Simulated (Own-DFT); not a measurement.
# Strain and stress in diamond-structure SiGeSn with randomly placed atoms, 64 atoms (Ge40Si16Sn8)

These are calculations, not measurements. The program, named Own-DFT, is a retired in-house plane-wave density functional code that no person has reviewed. Each row is one single-point run on a periodic cell that was not relaxed, without spin or spin-orbit coupling.

Settings of every run: PBEsol; PseudoDojo norm-conserving scalar-relativistic files, made for PBE; cutoff 49 hartree; 3 x 3 x 3 k mesh centred on Gamma; Fermi-Dirac smearing of 0.1 eV.

Known limits: forces on such cells moved up to 12 meV/angstrom on a denser k mesh; stress not checked against mesh or cutoff.

Unstrained cell vectors in Å: (11.410, 0.000, 0.000); (0.000, 11.410, 0.000); (0.000, 0.000, 11.410). The unstrained cell has measured lattice constants (interpolated for alloys), not those of this functional. That, the random moves and any unrelaxed bonds set the pressure at no strain. Each run strains this cell uniformly, with the atoms carried along. Every atom was also moved at random, by a Gaussian of width 0.05 Å on each axis. The random placing of the alloy's atoms differs from row to row. Strain is the symmetric tensor, in per cent. Stress is positive in tension, and the pressure is minus a third of its trace.

| run | e_xx (%) | e_yy (%) | e_zz (%) | s_xx (GPa) | s_yy (GPa) | s_zz (GPa) | P (GPa) | E (meV/atom) |
|---|---|---|---|---|---|---|---|---|
| 1 | 2.25 | 2.25 | 0.00 | 1.25 | 1.31 | -0.11 | -0.82 | 23.4 |
| 2 | -2.75 | -2.75 | 0.00 | -7.69 | -7.73 | -5.98 | 7.13 | 72.0 |
| 3 | -2.50 | -2.50 | 0.00 | -6.79 | -6.71 | -5.02 | 6.17 | 40.7 |
| 4 | -0.75 | -0.75 | 0.00 | -3.38 | -3.52 | -2.72 | 3.20 | 20.6 |
| 5 | 2.00 | 2.00 | 0.00 | 0.80 | 0.90 | -0.37 | -0.44 | 27.8 |
| 6 | 0.75 | 0.75 | 0.00 | -0.97 | -1.12 | -1.39 | 1.16 | 25.7 |
| 7 | 0.25 | 0.25 | 0.00 | -1.43 | -1.42 | -1.65 | 1.50 | 0.0 |
| 8 | 2.50 | 2.50 | 0.00 | 1.64 | 1.44 | 0.07 | -1.05 | 27.3 |
| 9 | -1.25 | -1.25 | 0.00 | ? | ? | ? | ? | ? |

E is the free energy for each atom above the lowest run shown.

## Worked fit

The change of volume is close to e_xx + e_yy + e_zz. A straight line through the runs shown gives P = 2.47 - 76 x (fractional change of volume) GPa, with an error of 4 on the slope and a scatter of 0.41 GPa. The strain isn't the same on all axes, but the crystal is cubic, so the slope still estimates the bulk modulus, averaged over pressures from -1.0 to 7.1 GPa.

## Withheld run

Question: what pressure should run 9 give? Its volume changes by -2.48 %.

The line gives 4.3 GPa. The calculation gave 4.17 GPa.
